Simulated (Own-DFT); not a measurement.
# Computed records: Al3GaN4 (wurtzite random alloy, strained, atoms displaced), AlGa3N4 (wurtzite random alloy, strained, atoms displaced)

A calculation, not a measurement: plane-wave PBE density functional theory by an unreviewed code, no spin, of a simulated periodic cell, stress positive in tension, free energy of the whole cell less one offset for each atom, forces on such cells passed a denser k mesh, this cell's mesh not checked; offsets are fitted by least squares, one for each functional and potential file, so energies compare only between cells with the same atoms and settings and are not formation energies; the far tail of each file's local potential was reset to the Coulomb form; each entry is a single point on an unrelaxed cell, so the pressure reflects the starting lattice, mostly measured values, from which strain is counted, and rises with the displacements; printed positions are rounded, which can move forces by about a meV/angstrom; the program is a retired in-house code; no spin-orbit coupling. Program: Own-DFT development build.

Common to all runs: functional PBE; k mesh 4 x 4 x 3 centred on Gamma.

(1) 
```xyz
72
Lattice="9.5816 0.0000 0.0000 -4.7908 8.2979 0.0000 0.0000 0.0000 10.0655" Properties=species:S:1:pos:R:3:force_x:R:1:force_y:R:1:force_z:R:1 formula=Al3GaN4 potential_files=PseudoDojo_norm-conserving,scalar-relativistic,standard_set wave_cutoff=42 occupations=Fermi-Dirac smearing_width=0.1 free_energy_of_cell_above_offsets=-17.591 pressure=-1.19 stress_xx=4.26 stress_yy=5.32 stress_zz=-6.02 stress_yz=-0.03 stress_xz=0.02 stress_xy=0.52
Ga     0.0337     1.8515    10.0544     -0.058     -0.261      0.409
Al     1.5885     0.9267     2.5894     -0.595      0.015      -1.09
N     -0.0487     1.7755     1.9390      0.988       0.77       0.51
N      1.5237     0.9241     4.4772      2.305     -0.675     -0.474
Ga     0.0130     1.8514     5.0998     -1.409      0.137     -3.058
Al     1.6244     0.9460     7.5346     -1.165     -0.273      0.157
N      0.0103     1.9136     6.8818     -0.272     -2.663      3.079
N      1.6338     0.8958     9.4118     -1.039     -0.909      0.207
Al    -1.6109     4.5724     0.0236     -0.286      0.255     -1.429
Al    -0.0890     3.6765     2.5423      1.161     -0.805     -1.818
N     -1.5540     4.5830     1.8695      -1.57     -0.209       1.24
N      0.0272     3.6986     4.3423     -1.593      0.172      1.434
Al    -1.5833     4.6114     4.9545       0.11      0.437      1.219
Ga     0.0376     3.6483     7.5453     -0.982      1.683      -0.66
N     -1.5899     4.6469     6.9280     -0.412     -0.139     -0.996
N     -0.1020     3.6335     9.3707      0.779      0.703      2.335
Al    -3.2288     7.3368     0.0307      0.615     -0.107     -1.672
Ga    -1.6092     6.4664     2.5402       0.68     -0.862     -0.506
N     -3.1583     7.3143     1.8843     -0.702      1.739      0.557
N     -1.6328     6.5225     4.4703      -0.21     -0.834        0.5
Al    -3.2745     7.4069     5.0722      0.186     -0.564     -0.633
Al    -1.6062     6.4849     7.5207     -0.408      -0.69      0.315
N     -3.2378     7.4734     6.9205     -0.077     -1.163      0.791
N     -1.5887     6.3901     9.4165     -0.395      0.873      0.869
Ga     3.1650     1.8080     0.0054      0.256      0.551     -0.465
Al     4.7510     0.9032     2.5178      0.391      0.107     -0.851
N      3.1336     1.8054     1.8787      0.341       0.36      2.461
N      4.7556     0.8900     4.4211       0.61     -0.094       0.54
Al     3.2593     1.7564     5.0315     -1.932      1.682      0.166
Ga     4.7115     1.0219     7.4992      1.875      -1.65      1.249
N      3.1434     1.8899     7.0829     -0.529     -0.003     -2.687
N      4.7554     0.9163     9.5067      1.583      -0.52     -0.404
Ga     1.6372     4.5873     0.0300     -1.334     -0.848     -1.072
Al     3.1455     3.7108     2.4977     -0.382     -0.322     -0.002
N      1.4971     4.5622     1.8574      0.665      0.393      2.885
N      3.1339     3.7311     4.4070      1.419      -1.55      0.139
Ga     1.5232     4.5717     5.0990      1.235      1.069     -1.295
Al     3.1375     3.6590     7.5822      1.875      1.063      0.278
N      1.6706     4.5594     6.9704     -0.681      1.478      0.798
N      3.2277     3.7178     9.5106      -1.33     -1.613     -1.593
Al    -0.0084     7.3940     0.0332     -0.168     -1.127      -2.06
Al     1.5410     6.4578     2.5253      0.869     -0.223     -0.679
N     -0.0423     7.3512     1.8367      1.032      0.879      1.958
N      1.6059     6.5570     4.4144     -0.331       -0.9      0.389
Al    -0.0070     7.2631     5.0601      0.302      1.458      -0.01
Al     1.6032     6.4754     7.5593     -0.312     -1.051      0.747
N      0.0117     7.3258     6.9774     -0.086      0.557      -0.52
N      1.6593     6.3398     9.5214     -0.727      3.406     -1.292
Al     6.4179     1.8086    10.0189      -1.33      1.096      1.003
Al     7.9654     0.9030     2.4775     -0.133     -0.232     -0.025
N      6.3867     1.8357     1.9500     -0.756     -0.047      -0.27
N      7.9809     0.8513     4.3365     -0.627      1.224      1.908
Al     6.3456     1.9046     5.0020       0.99     -1.253     -0.342
Al     7.9931     0.8513     7.5703     -0.225      1.414     -0.028
N      6.3876     1.9403     6.9436      0.611     -2.608     -0.932
N      7.9619     0.9449     9.5318     -0.025       -1.5     -1.644
Ga     4.7491     4.5400     0.0363      1.641      1.323     -0.612
Al     6.2810     3.6865     2.5540      1.935     -0.775     -1.226
N      4.7952     4.5525     1.9267     -0.781       1.15      1.517
N      6.4334     3.7191     4.4174     -0.985     -0.217      0.163
Al     4.7833     4.5949     5.0069     -0.482      0.295      0.127
Al     6.4040     3.6358     7.4932      0.241      2.658      1.219
N      4.8246     4.5678     6.9133     -0.883      0.489      0.461
N      6.3612     3.6654     9.4624      0.843      -0.53     -0.411
Al     3.1742     7.3952     0.0955      0.093     -0.639     -1.548
Al     4.9238     6.5034     2.5460      -2.65     -1.081      -0.77
N      3.2283     7.3803     1.8942     -0.311      -0.59      1.581
N      4.7252     6.4247     4.3914      1.087      0.516      1.194
Al     3.2207     7.4285     5.0918     -0.706     -0.724     -2.378
Al     4.7140     6.4440     7.5729      1.158     -0.508     -0.084
N      3.1539     7.3504     6.9107      0.426      0.547      1.355
N      4.7235     6.4839     9.4853      0.577      0.259     -0.223
```

Units: wave_cutoff in hartree; smearing_width, free_energy_of_cell_above_offsets in eV; pressure, stress_xx, stress_yy, stress_zz, stress_yz, stress_xz, stress_xy in GPa; force_x, force_y, force_z in eV/Å.

(2) 
```xyz
72
Lattice="9.5330 0.0000 0.0000 -4.7665 8.2558 0.0000 0.0000 0.0000 10.2685" Properties=species:S:1:pos:R:3:force_x:R:1:force_y:R:1:force_z:R:1 formula=AlGa3N4 potential_files=PseudoDojo_norm-conserving,scalar-relativistic,standard_set_with_the_stringent_files_for_Ga wave_cutoff=96 occupations=Gaussian smearing_width=0.01 free_energy_of_cell_above_offsets=-10.350 pressure=5.77 stress_xx=-5.53 stress_yy=-4.14 stress_zz=-7.64 stress_yz=-0.05 stress_xz=0.29 stress_xy=1.44
Ga    -0.0140     1.7418     0.0600      0.573      0.805     -0.626
Al     1.6340     0.8310     2.6587     -0.255      1.021     -1.471
N     -0.0246     1.8384     1.9804       1.78     -0.604      0.134
N      1.6440     0.9494     4.5421     -0.682      1.528     -0.564
Al    -0.0132     1.8026     5.1104      0.232      1.167      0.239
Ga     1.5276     0.9296     7.7592      0.599     -0.447     -1.662
N     -0.0181     1.8508     7.0675      -0.25      0.767     -0.675
N      1.6560     0.9014     9.5932      -1.37      0.191      1.902
Ga    -1.5275     4.5720     0.0237     -1.578      0.243     -0.194
Ga    -0.0458     3.7189     2.5464      0.211     -0.523      0.331
N     -1.6723     4.5811     1.9345      1.589      0.747      0.001
N     -0.1123     3.7196     4.4671       3.25     -2.367      0.336
Ga    -1.5677     4.5569     5.0501     -2.354      1.359      1.587
Al     0.0021     3.6665     7.7720     -0.119      0.079      -1.31
N     -1.5461     4.6276     7.0896      0.894     -1.391     -0.299
N      0.0142     3.7460     9.6345      0.307      -1.72      0.007
Ga    -3.1323     7.3334     0.0208     -1.601      0.845     -0.145
Ga    -1.5940     6.4515     2.6096      1.268     -0.875      -1.05
N     -3.0805     7.2824     1.9100     -1.949      1.996      1.272
N     -1.6041     6.4609     4.4670      0.154     -0.097      1.215
Ga    -3.1618     7.4417     5.1245     -0.139     -1.699      0.678
Ga    -1.5479     6.3959     7.6977     -1.335      0.637       0.45
N     -3.1870     7.3454     7.0469      0.741      0.488      0.493
N     -1.7027     6.4102     9.6991      2.571      -0.87     -1.463
Ga     3.2020     1.8211    10.2284     -1.138      1.123      1.086
Ga     4.7105     0.9322     2.5259      1.782     -0.203      0.233
N      3.1790     1.7699     1.9461     -1.987      0.717     -0.226
N      4.7378     1.0150     4.4804      0.559     -0.538      0.974
Al     3.1953     1.8572     5.1642      0.099      0.813       0.34
Ga     4.7398     0.9151     7.6838      0.467     -0.444      0.454
N      3.1856     1.8153     7.1754     -0.776      0.907     -2.217
N      4.6939     0.9500     9.6669      2.744     -0.406     -0.799
Ga     1.5859     4.5489     0.1024      0.681       1.13     -1.209
Ga     3.1491     3.6879     2.5455      1.321     -1.077     -0.291
N      1.6188     4.5645     2.0055     -1.528      1.789     -0.333
N      3.1626     3.6986     4.4260      1.283     -0.447      2.276
Ga     1.6925     4.5707     5.2275     -1.801      0.075     -1.496
Ga     3.1692     3.7027     7.7822      1.092     -0.334     -1.247
N      1.5934     4.5251     7.0956     -0.676      0.292       0.69
N      3.1958     3.6810     9.6455     -0.266      0.131        1.1
Ga    -0.0843     7.3893    10.2123      0.942     -1.079      0.315
Al     1.5347     6.4598     2.5994      1.066     -0.509     -0.495
N      0.0508     7.3394     1.8993     -0.494      -0.48       0.52
N      1.5712     6.4291     4.5178      0.378      0.113     -0.388
Ga    -0.0018     7.3825     5.1167     -0.402     -0.035       0.29
Ga     1.6365     6.4091     7.7296     -0.573     -0.306     -1.668
N     -0.0077     7.2828     7.0913      0.858      1.058     -0.491
N      1.5884     6.4452     9.5362     -0.447     -0.298      2.905
Al     6.3677     1.8004    10.2214     -0.284     -0.156      0.565
Ga     7.9811     0.9351     2.6604     -1.245     -0.547     -3.302
N      6.3661     1.8292     1.8964      0.047     -0.476     -0.584
N      7.9887     0.9150     4.4350     -1.013      -0.26      4.417
Al     6.3445     1.8523     5.1448     -0.099      0.401     -0.462
Ga     7.9184     0.8762     7.6464      0.083      0.925      0.137
N      6.3124     1.8774     7.0752      0.612     -0.828     -0.898
N      7.9545     0.8772     9.5851     -0.754      1.448      0.282
Ga     4.8482     4.5841    10.1898     -1.146      0.266      0.907
Ga     6.3484     3.6566     2.4862     -0.842      -0.71       1.47
N      4.7780     4.5438     1.8877     -0.522      0.641      0.224
N      6.2722     3.6624     4.5621      0.199      0.267     -0.521
Al     4.7766     4.7503     5.1036      0.157     -2.311      0.543
Ga     6.4356     3.7003     7.7182     -0.841      0.221     -0.662
N      4.8371     4.7044     7.0830     -0.905     -2.577     -1.159
N      6.3285     3.5979     9.6287      1.547     -0.399      0.226
Ga     3.1839     7.3731    10.2179     -0.445     -1.313      0.872
Ga     4.7747     6.4167     2.5062     -0.471     -0.116      0.275
N      3.1148     7.3370     1.9162      0.209     -0.222      0.655
N      4.7573     6.4889     4.5555     -0.816      0.439     -0.886
Al     3.0877     7.3147     5.1503      1.423      0.685     -0.571
Ga     4.7895     6.4215     7.6538      0.336      1.351      1.528
N      3.2075     7.3298     7.0572     -0.724     -0.099     -1.063
N      4.7952     6.4411     9.7366     -0.228      0.098     -1.498
```

Units: wave_cutoff in hartree; smearing_width, free_energy_of_cell_above_offsets in eV; pressure, stress_xx, stress_yy, stress_zz, stress_yz, stress_xz, stress_xy in GPa; force_x, force_y, force_z in eV/Å.

(3) 
```xyz
72
Lattice="9.5330 0.0000 0.0000 -4.7665 8.2558 0.0000 0.0000 0.0000 10.2685" Properties=species:S:1:pos:R:3:force_x:R:1:force_y:R:1:force_z:R:1 formula=AlGa3N4 potential_files=PseudoDojo_norm-conserving,scalar-relativistic,standard_set_with_the_stringent_files_for_Ga wave_cutoff=96 occupations=Gaussian smearing_width=0.01 free_energy_of_cell_above_offsets=-8.953 pressure=6.18 stress_xx=-4.78 stress_yy=-6.08 stress_zz=-7.68 stress_yz=-0.94 stress_xz=-0.3 stress_xy=0.23
Al     0.0971     1.8770    10.2279     -1.494     -0.324      0.208
Al     1.5294     0.9584     2.6391      1.651     -0.535     -0.519
N      0.0247     1.8219     1.8568      0.536       0.18       0.71
N      1.6158     0.8581     4.5840      -0.59      1.535     -1.642
Ga    -0.0952     1.7847     5.1026      2.771      0.996      1.368
Ga     1.5975     0.8604     7.7607      0.456      1.409     -1.417
N     -0.0237     1.8154     7.1126      0.703       1.09      0.064
N      1.6176     0.8733     9.6655     -1.086      0.839     -0.073
Ga    -1.6924     4.5654     0.1049      2.292      0.855     -1.722
Ga    -0.0794     3.6982     2.5695      2.381     -1.714      0.738
N     -1.5062     4.5743     1.9511     -3.712     -0.276      0.546
N      0.0738     3.6760     4.5095      -1.87     -0.237      0.425
Al    -1.6138     4.5326     5.1723      1.104      1.041     -0.482
Al    -0.0239     3.6505     7.6895      1.076       0.46       0.52
N     -1.5255     4.5952     7.0647     -0.205     -0.986     -0.184
N      0.0103     3.7195     9.7428      0.513       -0.9     -1.917
Ga    -3.2109     7.3212    10.2510      0.721      0.254      1.215
Ga    -1.6225     6.3383     2.5385      0.291      2.192      0.869
N     -3.2132     7.3493     1.9691     -0.272      0.225      0.016
N     -1.6548     6.3653     4.5003       0.56     -0.942      0.395
Ga    -3.2262     7.3055     5.1551      0.418     -0.146     -1.541
Ga    -1.5750     6.3769     7.7551      0.158      0.816     -0.821
N     -3.1559     7.3967     6.9862     -0.332     -1.505      2.761
N     -1.6240     6.4373     9.6517      0.557      -0.45      0.818
Ga     3.1503     1.8314    10.2490       1.49     -0.826      0.843
Ga     4.7812     0.9038     2.5049     -0.875      0.486       1.59
N      3.2601     1.8563     1.9290     -2.742     -0.351      0.333
N      4.7793     0.9205     4.4674      0.249      0.082      1.014
Ga     3.2234     1.8910     5.1474      -0.37     -1.093     -0.032
Ga     4.8367     0.9160     7.6492     -0.737     -0.609      0.403
N      3.2416     1.8840     7.0844     -0.606     -0.593       0.35
N      4.8041     0.9007     9.6098     -0.565      0.254      0.166
Al     1.6375     4.5136     0.0185     -0.815      0.959     -0.394
Ga     3.1213     3.6631     2.6135      0.197     -0.167     -0.759
N      1.5023     4.4948     1.8857      1.627      1.534      0.258
N      3.1940     3.7281     4.5406      1.129     -1.321     -0.836
Ga     1.6807     4.5387     5.1425     -1.679      0.818     -0.022
Ga     3.2068     3.6503     7.8550      0.205      1.049     -4.326
N      1.6888     4.7252     6.9942     -0.923     -3.818      1.901
N      3.2052     3.6074     9.6114     -0.506      1.702      3.421
Ga     0.1127     7.3554     0.0031     -2.624      0.295      1.013
Ga     1.6716     6.4613     2.5851     -1.192     -0.668     -0.246
N     -0.0097     7.3955     2.0374      0.388      -2.41     -1.493
N      1.6308     6.3668     4.5245     -1.035       0.36     -0.716
Ga    -0.0278     7.2992     5.1158      0.001      0.183      -0.18
Ga     1.5850     6.3980     7.6622      0.887      1.187      1.075
N      0.0628     7.2739     7.0885     -1.623      1.198     -0.549
N      1.5414     6.4392     9.6444      2.879     -2.061      0.099
Ga     6.3815     1.7603     0.0275     -0.751       0.93      0.795
Ga     8.0838     0.8718     2.6265     -1.644      1.612     -0.936
N      6.2055     1.9213     1.9988      3.198     -0.496     -0.933
N      7.9493     0.9486     4.5022     -1.364     -1.283      0.133
Ga     6.3790     1.9293     5.1224     -0.646     -2.457        0.4
Ga     7.9413     0.9328     7.7805      0.273     -0.492     -0.647
N      6.4120     1.8293     7.1207      -0.28      0.562     -1.091
N      7.9340     0.9496     9.6721      2.038     -1.498      0.768
Ga     4.8260     4.6539     0.0761     -0.368     -1.589     -1.363
Al     6.3603     3.6216     2.5464     -0.587       1.42      0.633
N      4.7054     4.5933     1.9297      1.317      0.869      1.689
N      6.3382     3.6844     4.5626      1.609      0.697      -1.98
Ga     4.8054     4.5471     5.1396     -0.849      1.563      0.932
Ga     6.3664     3.6508     7.7133      0.527      0.414      0.775
N      4.8573     4.6430     7.1317     -0.851      0.435     -0.141
N      6.4083     3.6266     9.7312     -1.609      0.031     -1.051
Al     3.1661     7.2597    10.2242     -0.027      1.601      0.235
Al     4.7701     6.4336     2.5515     -0.277     -0.096      0.248
N      3.2017     7.4363     1.9079      0.559     -2.462     -0.991
N      4.7196     6.4234     4.4701      0.237     -0.457      -0.44
Ga     3.1303     7.2495     5.1901      0.767      1.236     -0.574
Al     4.8318     6.4874     7.7046     -0.688     -0.597      -0.81
N      3.1792     7.3726     7.0589      1.172      -0.48       1.55
N      4.7756     6.4190     9.6108     -1.145      0.468     -0.449
```

Units: wave_cutoff in hartree; smearing_width, free_energy_of_cell_above_offsets in eV; pressure, stress_xx, stress_yy, stress_zz, stress_yz, stress_xz, stress_xy in GPa; force_x, force_y, force_z in eV/Å.
